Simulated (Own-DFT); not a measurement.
# Computed records: SiSnGe$_{6}$ (diamond-structure random alloy, strained, atoms displaced)

A calculation, not a measurement: plane-wave density functional theory by an unreviewed code, no spin, of a simulated periodic cell, stress positive in tension, run twice, with PBE and with PBEsol, both on files made for PBE, so the change isn't that of files made for PBEsol, forces on such cells moved up to 12 meV/angstrom on a denser k mesh; the far tail of each file's local potential was reset to the Coulomb form; each entry is a single point on an unrelaxed cell, so the pressure reflects the starting lattice, mostly measured values (interpolated for alloys), from which strain is counted, and rises with the displacements; printed positions are rounded, which can move forces by about a meV/angstrom; the program, named Own-DFT, is a retired in-house code; no spin-orbit coupling; stress was not checked against mesh or cutoff. Program: Own-DFT development build.

### SiSnGe$_{6}$ (diamond-structure random alloy, strained, atoms displaced)

```
cell vectors (Å)
  11.1517     0.0000     0.0000
   0.0000    11.1517     0.0000
   0.0000     0.0000    11.4670
atoms (fractions of the cell vectors)
Ge  0.00491  0.00542  0.00010
Ge  0.00479  0.24849  0.24941
Ge  0.24857  0.00802  0.25097
Sn  0.25083  0.25550  0.00415
Si  0.12791  0.12847  0.11962
Ge  0.11717  0.37105  0.37628
Ge  0.37743  0.11916  0.37764
Ge  0.37618  0.37575  0.12776
Sn  0.00584  0.98705  0.49390
Sn  0.00424  0.25555  0.75183
Ge  0.25216  0.00322  0.75351
Ge  0.24985  0.25185  0.49968
Ge  0.12942  0.12568  0.62787
Si  0.11944  0.37426  0.87842
Ge  0.37512  0.12340  0.87378
Ge  0.37627  0.37216  0.62393
Ge  0.99638  0.49654  0.99847
Ge  0.99959  0.75690  0.23937
Sn  0.24858  0.49795  0.25210
Si  0.25306  0.75255  0.01028
Ge  0.12679  0.62807  0.12265
Ge  0.12031  0.87501  0.37559
Ge  0.36652  0.62677  0.36874
Ge  0.37198  0.87052  0.13551
Ge  0.00111  0.49111  0.49887
Ge  0.99709  0.74913  0.74864
Ge  0.25374  0.49781  0.74970
Ge  0.24877  0.75412  0.49994
Ge  0.12453  0.63048  0.62177
Ge  0.12574  0.87064  0.86786
Ge  0.37458  0.62929  0.87489
Ge  0.38051  0.87076  0.63177
Ge  0.49615  0.00409  0.99690
Ge  0.49772  0.24156  0.24596
Ge  0.75432  0.99982  0.26084
Ge  0.75502  0.24948  0.99484
Ge  0.63112  0.12038  0.13187
Ge  0.63096  0.36794  0.38423
Ge  0.87533  0.12705  0.37676
Si  0.87707  0.37147  0.12403
Sn  0.50382  0.99974  0.49488
Ge  0.49904  0.24569  0.74693
Ge  0.75506  0.00491  0.74899
Ge  0.74946  0.25028  0.49853
Ge  0.63449  0.12872  0.62893
Ge  0.62668  0.37080  0.86789
Ge  0.87142  0.12274  0.87337
Sn  0.87290  0.37295  0.62998
Sn  0.49588  0.50301  0.00402
Sn  0.50085  0.75273  0.25123
Si  0.74900  0.49873  0.25117
Ge  0.75282  0.73655  0.00089
Ge  0.62537  0.62156  0.12293
Ge  0.62784  0.87817  0.37738
Si  0.87160  0.62759  0.38388
Si  0.87404  0.86981  0.12964
Ge  0.49632  0.50130  0.49973
Ge  0.49675  0.75639  0.74497
Ge  0.75255  0.49705  0.74387
Ge  0.74874  0.75670  0.50002
Ge  0.62681  0.62512  0.62879
Si  0.61999  0.87537  0.87632
Ge  0.87732  0.62876  0.86962
Ge  0.87588  0.87461  0.62314
```

* functional: PBE, then PBEsol
* potential files: PseudoDojo norm-conserving, scalar-relativistic, standard set
* wave cutoff: 49 hartree
* occupations: Fermi-Dirac
* smearing width: 0.1 eV
* k mesh: 3 x 3 x 3 centred on Gamma
* PBE pressure: 9.93 GPa
* PBE stress xx: -10.74 GPa
* PBE stress yy: -10.43 GPa
* PBE stress zz: -8.61 GPa
* PBE stress yz: -0.21 GPa
* PBE stress xz: -0.54 GPa
* PBE stress xy: 0.9 GPa
* PBEsol pressure: 6.82 GPa
* PBEsol stress xx: -7.63 GPa
* PBEsol stress yy: -7.33 GPa
* PBEsol stress zz: -5.51 GPa
* PBEsol stress yz: -0.21 GPa
* PBEsol stress xz: -0.52 GPa
* PBEsol stress xy: 0.86 GPa
* rms change of force components from PBE to PBEsol: 0.046 eV/Å

Force:
```csv
force element,PBE force x (eV/Å),PBE force y (eV/Å),PBE force z (eV/Å),PBEsol force x (eV/Å),PBEsol force y (eV/Å),PBEsol force z (eV/Å)
Ge,-0.716,-1.105,0.163,-0.713,-1.071,0.087
Ge,-0.765,-0.428,-0.893,-0.736,-0.406,-0.789
Ge,-0.65,-0.564,-0.215,-0.584,-0.588,-0.166
Sn,-0.065,-0.189,-1.315,0.028,-0.173,-1.279
Si,-1.157,-1.302,1.758,-1.135,-1.283,1.73
Ge,0.39,-0.658,0.48,0.376,-0.642,0.475
Ge,-1.75,2.19,-1.418,-1.702,2.124,-1.393
Ge,1.158,-1.017,1.411,1.12,-0.99,1.366
Sn,-1.575,3.379,2.366,-1.542,3.281,2.302
Sn,1.184,-2.65,1.62,1.096,-2.637,1.523
Ge,0.002,-0.77,-0.587,0,-0.744,-0.57
Ge,0.061,-0.43,-0.174,0.057,-0.419,-0.159
Ge,1.001,-0.586,-0.774,0.988,-0.566,-0.748
Si,1.271,2.461,0.293,1.249,2.426,0.294
Ge,0.504,0.104,-0.377,0.496,0.089,-0.367
Ge,0.003,0.261,-0.008,-0.001,0.256,-0.01
Ge,0.142,0.434,0.161,0.139,0.484,0.146
Ge,-0.083,-1.376,1.677,0.001,-1.347,1.649
Sn,-1.288,-0.647,-0.358,-1.245,-0.62,-0.354
Si,-0.38,-0.022,-1.502,-0.367,-0.024,-1.468
Ge,-1.005,0.294,-1.063,-1.009,0.257,-0.989
Ge,3.178,-2.437,-3.562,3.093,-2.368,-3.457
Ge,1.054,0.509,3.011,1.025,0.495,2.927
Ge,-1.36,2.427,-2.302,-1.292,2.387,-2.187
Ge,-0.016,2.36,-0.449,0.017,2.256,-0.412
Ge,0.305,0.224,-0.492,0.294,0.22,-0.483
Ge,-0.962,0.205,0.363,-0.899,0.226,0.323
Ge,0.361,0.012,0.007,0.336,0.006,0.004
Ge,0.086,-1.118,0.122,0.087,-1.082,0.118
Ge,0.453,0.235,1.498,0.414,0.264,1.418
Ge,-1.152,1.214,-0.564,-1.089,1.142,-0.578
Ge,-2.047,1.091,-1.007,-1.981,1.048,-0.969
Ge,0.687,-1.006,0.961,0.635,-0.938,0.951
Ge,0.538,0.692,0.881,0.523,0.659,0.856
Ge,0.338,-0.542,-1.297,0.29,-0.492,-1.215
Ge,-0.52,0.109,0.941,-0.522,0.067,0.856
Ge,-0.089,0.085,-1.115,-0.109,0.089,-1.067
Ge,-1.486,1.226,-1.975,-1.458,1.153,-1.869
Ge,0.082,0.661,-0.43,0.065,0.633,-0.422
Si,-0.433,0.475,0.524,-0.39,0.43,0.476
Sn,0.158,0.116,2.72,0.158,0.11,2.633
Ge,0.216,0.092,0.084,0.222,0.095,0.078
Ge,-0.8,-1.569,0.415,-0.743,-1.474,0.37
Ge,0.212,-1.291,0.002,0.192,-1.25,0.003
Ge,-0.419,0.124,-0.109,-0.4,0.125,-0.105
Ge,0.064,0.046,0.214,0.068,0.034,0.203
Ge,0.628,-0.374,1.052,0.603,-0.355,1.019
Sn,-0.739,0.739,-2.978,-0.724,0.727,-2.906
Sn,0.711,-0.946,-1.697,0.689,-0.909,-1.641
Sn,1.389,-0.939,0.521,1.335,-0.907,0.499
Si,0.676,-0.134,0.347,0.595,-0.129,0.337
Ge,-0.265,1.987,-0.181,-0.261,1.861,-0.18
Ge,2.005,0.023,1.387,1.912,0.053,1.303
Ge,1.816,-0.851,-0.751,1.769,-0.819,-0.722
Si,0.492,-0.463,-1.425,0.508,-0.421,-1.35
Si,-0.56,1.353,-1.266,-0.543,1.322,-1.236
Ge,0.375,0.225,-0.15,0.368,0.201,-0.132
Ge,1.58,-1.377,1.805,1.492,-1.361,1.708
Ge,-1.769,2.115,2.277,-1.723,2.054,2.207
Ge,0.066,-1.062,0.356,0.039,-0.981,0.382
Ge,-0.502,0.279,-0.646,-0.49,0.269,-0.629
Si,0.715,-0.027,-0.062,0.691,-0.025,-0.064
Ge,-0.262,-1.266,0.322,-0.256,-1.232,0.321
Ge,-1.086,-0.602,1.402,-1.056,-0.59,1.355
```
